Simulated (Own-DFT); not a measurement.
# How strain changes the stress of 2H SiC, 32 atoms (C16Si16)

Calculated results; nothing here was measured. The program, named Own-DFT, is a retired in-house plane-wave density functional code that no person has reviewed. Each row is one single-point run on a periodic cell that was not relaxed, without spin or spin-orbit coupling.

Settings of every run: PBE; PseudoDojo norm-conserving scalar-relativistic files; cutoff 42 hartree; 5 x 5 x 3 k mesh centred on Gamma; Fermi-Dirac smearing of 0.1 eV.

Known limits: forces on such cells passed a denser k mesh, each cell not checked; stress not checked against mesh or cutoff.

Unstrained cell vectors in Å: (6.165, 0.000, 0.000); (-3.083, 5.339, 0.000); (0.000, 0.000, 10.068). The unstrained cell has measured lattice constants (interpolated for alloys), not those of this functional. That, the random moves and any unrelaxed bonds set the pressure at no strain. Each run strains this cell uniformly, with the atoms carried along. Every atom was also moved at random, by a Gaussian of width 0.05 Å on each axis. Strain is the symmetric tensor, in per cent. Stress is positive in tension, and the pressure is minus a third of its trace.

```
run  e_xx (%)  e_yy (%)  e_zz (%)  e_yz (%)  e_xz (%)  e_xy (%)  s_xx (GPa)  s_yy (GPa)  s_zz (GPa)  s_yz (GPa)  s_xz (GPa)  s_xy (GPa)  P (GPa)  E (meV/atom)
  1      0.68      1.31      1.99     -1.97     -1.93      1.69        1.62        5.25        1.95       -6.11       -6.00        6.06    -2.94          43.9
  2      1.87      0.34     -1.13     -1.14      1.63     -0.49        6.11       -4.39      -12.57       -5.19        4.94       -2.02     3.62          36.2
  3      1.23      0.86     -0.70     -0.84     -0.42     -0.96        2.97        2.37      -11.73       -3.53       -2.52       -3.20     2.13          14.4
  4      1.80      0.52     -1.58      1.60     -1.51     -0.14        3.65        0.98      -17.09        5.61       -6.98        0.24     4.15          36.5
  5     -0.18      0.76      0.10      0.31     -0.99     -1.04       -7.23       -1.26       -5.68        2.63       -3.90       -2.18     4.72          46.8
  6     -0.36      1.45      1.52      1.29      0.47     -0.62       -6.54        3.40        3.79        4.52        1.07       -2.99    -0.22          10.8
  7      1.17      0.04      1.58     -0.14     -0.60      1.78        3.32       -3.50        0.34       -1.28       -1.51        8.67    -0.05          27.2
  8      0.63     -1.07     -1.21     -1.98      0.45     -1.79       -7.18       -9.90      -11.26       -5.13        1.97      -12.02     9.45          49.1
  9     -0.09     -1.99     -0.50      1.88      0.83      0.36       -9.04      -17.38       -8.46        6.44        4.35        0.93    11.63          31.4
 10     -1.39     -0.41      0.51      0.01      1.44      1.42      -14.59       -7.87       -5.79       -1.11        6.56        8.91     9.42          52.8
 11      0.32     -1.01     -1.76     -1.44     -0.52      0.30       -2.70       -7.59      -24.64       -4.57        0.38        4.72    11.64          41.3
 12     -1.12     -1.64     -0.26     -1.60     -0.97     -1.34      -12.21      -13.95      -10.14       -3.30       -3.34       -6.36    12.10          16.1
 13      0.28     -0.69     -1.97      0.61     -0.35      0.94       -3.18       -9.25      -18.82        2.98       -1.61        6.04    10.42           1.8
 14     -0.52      1.13     -1.99     -1.71      0.59      0.35       -6.15        0.32      -21.14       -5.64        1.64        0.25     8.99          44.5
 15     -0.34     -1.58     -1.98      0.83     -1.63      0.43      -11.23      -13.59      -19.06        3.46       -7.14        3.18    14.63          25.7
 16     -1.34     -1.93     -0.16      0.93     -0.91      1.02      -16.05      -20.97       -7.77        3.40       -3.21        9.64    14.93          64.2
 17     -1.76      0.90      0.62      0.62      1.24     -1.58      -11.59       -1.56       -1.72        0.94        2.90       -6.30     4.96           0.0
 18      1.27     -0.04     -0.45     -1.78     -1.96      1.27           ?           ?           ?           ?           ?           ?        ?             ?
```

E is the free energy for each atom above the lowest run shown.

## Worked fit

Each stress component was fitted by least squares to a constant and the strains of the runs shown, as fractions, with shears doubled. Shear strains stay in the fit of a normal stress only where such slopes are resolved. The slopes, in GPa:

```
stress,at no strain,per e_xx,per e_yy,per e_zz,scatter
s_xx,-5.2,545 ± 48,151 ± 47,19 ± 42,1.93
s_yy,-4.8,107 ± 45,590 ± 44,6 ± 39,1.82
s_zz,-7.5,-9 ± 65,-1 ± 63,609 ± 56,2.60
```

Each shear stress against twice its own strain: yz 162 ± 8, xz 190 ± 11, xy 253 ± 25 GPa. These are stiffnesses along x, y and z of the frame in which the cell vectors are given, which need not be the crystal's axes. The atoms are held to the strained lattice; where symmetry lets them move under strain, relaxing them would lower some slopes. The table should be nearly symmetric about its diagonal, and what it lacks of that shows the noise. A ninth of its sum, 224 ± 7 GPa, estimates the bulk modulus near the mean pressure of these runs, 7.0 GPa, so it lies above the value at zero pressure.

## Withheld run

Question: what normal stresses and pressure should run 18 give?

The fit gives s_xx = 1.6, s_yy = -3.7, s_zz = -10.4 and P = 4.2 GPa. The calculation gave 1.54, -2.50, -9.46 and P = 3.48 GPa.
